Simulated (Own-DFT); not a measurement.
# Biaxial strain at fixed height in wurtzite AlN, 72 atoms (Al36N36)

Everything here is calculated. The program is Own-DFT (plane waves, in-house, since retired, never reviewed by a person); positions were held fixed, and spin and spin-orbit coupling were off.

All runs used: PBE; PseudoDojo norm-conserving scalar-relativistic files; cutoff 42 hartree; 3 x 3 x 2 k mesh centred on Gamma; Fermi-Dirac smearing of 0.1 eV.

Keep in mind: forces on such cells moved up to 12 meV/angstrom on a denser k mesh; stress not checked against mesh or cutoff.

Unstrained cell vectors in Å: (9.336, 0.000, 0.000); (-4.668, 8.085, 0.000); (0.000, 0.000, 9.964). The unstrained cell has measured lattice constants (interpolated for alloys), not those of this functional. That, the random moves and any unrelaxed bonds set the pressure at no strain. Each run strains x and y alike by e, as a substrate would, and holds the height along z. Each coordinate of each atom was shifted by a normal deviate of width 0.05 Å. Stress is positive in tension.

| e (%) | u (Å) | (s_xx + s_yy)/2 (GPa) | s_zz (GPa) |
|---|---|---|---|
| -2.50 | 0.054 | -23.03 | -8.66 |
| -2.00 | 0.051 | ? | ? |
| -1.75 | 0.048 | -16.12 | -8.95 |
| -1.50 | 0.051 | -15.32 | -8.80 |
| -0.75 | 0.047 | -9.50 | -6.67 |
| 0.75 | 0.051 | -0.72 | -5.24 |
| 1.25 | 0.052 | 0.54 | -3.04 |
| 1.75 | 0.047 | 4.63 | -5.45 |
| 2.25 | 0.045 | 6.89 | -4.46 |
| 2.75 | 0.053 | 8.05 | -1.58 |

## Fit

With e as a fraction, the in-plane stress is -5.1 + 599 e - 4133 e² GPa (errors 13 and 1029, scatter 0.71), and s_zz is -6.2 + 126 e GPa (slope ± 21, scatter 1.11). At e = 0 the first slope is C11 + C12 and the second 2 C13, both with the ions held to the strained lattice and at the cell's own pressure. The term in e² is negative: the layer stiffens under compression and softens under tension. A free layer would change its height as e changes, and the in-plane slope would drop by 2 C13²/C33 to the biaxial modulus. At fixed height, a misfit of 1 % moves the in-plane stress by about 6.0 GPa and s_zz by 1.3 GPa.

## Test on the hidden row

Asked: what are the two stresses at e = -2.00 %?

The fitted form gives -18.7 and -8.7 GPa. The hidden result is -17.86 and -9.81 GPa.
